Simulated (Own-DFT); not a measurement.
# One host, several defects: C11b WSi2

The numbers are computed, not measured, by runs of the plane-wave DFT program Own-DFT (in-house, retired, unreviewed) at fixed positions, with no spin and no spin-orbit coupling.

All runs used: PBE; PseudoDojo norm-conserving scalar-relativistic files; cutoff 50 hartree; 5 x 5 x 5 k mesh centred on Gamma; cold (Marzari-Vanderbilt) smearing of 0.2 eV.

Caveats: forces on such cells failed a check on a denser k mesh; stress not checked against mesh or cutoff.

All runs share one cell, with vectors in Å (-2.148, -5.953, 3.409); (-6.444, 2.976, 1.136); (-2.553, -2.948, -6.757) and a volume of 403.2 Å³. Atoms were moved at random from their sites; u is the rms move along one axis. The defect's site can differ from row to row.

```
              cell  formula   u (Å)  P (GPa)
         no defect  Si20W10  0.0189     4.49
         no defect  Si20W10  0.0197     4.37
         no defect  Si20W10  0.0453     5.51
    one Si vacancy  Si19W10  0.0328     3.53
    one Si vacancy  Si19W10  0.0473     4.02
    one Si vacancy  Si19W10  0.0480     4.52
     one W vacancy   Si20W9  0.0280     3.27
     one W vacancy   Si20W9  0.0298     3.64
     one W vacancy   Si20W9  0.0499     5.16
one Si on a W site   Si21W9  0.0287     6.03
one Si on a W site   Si21W9  0.0310        ?
one Si on a W site   Si21W9  0.0478     6.77
one Si on a W site   Si21W9  0.0500     7.55
one W on a Si site  Si19W11  0.0326     9.88
one W on a Si site  Si19W11  0.0500    10.55
one W on a Si site  Si19W11  0.0523    10.90
```

## Analysis

P = P0 + c u² + a shift for each defect gives P0 = 4.10 GPa, c = 742 ± 92 GPa/Å² and a scatter of 0.26 GPa. The shifts, and each times the cell's volume:

- one W on a Si site: 4.79 ± 0.24 GPa, 12.0 eV
- one Si on a W site: 1.30 ± 0.23 GPa, 3.3 eV
- one W vacancy: -1.11 ± 0.22 GPa, -2.8 eV
- one Si vacancy: -1.47 ± 0.23 GPa, -3.7 eV

A positive shift means that the defect pushes the cell outwards. Shift times volume (160.2 GPa Å³ is 1 eV) depends little on the cell's size, so, taken for each site, it can be compared between cells at like pressure. The atoms around the defects weren't relaxed, which would change these numbers.

## Withheld run

Question: what pressure belongs in the blank (one Si on a W site, u = 0.0310 Å)?

The fit gives 6.11 ± 0.31 GPa. The hidden result is 6.51 GPa.
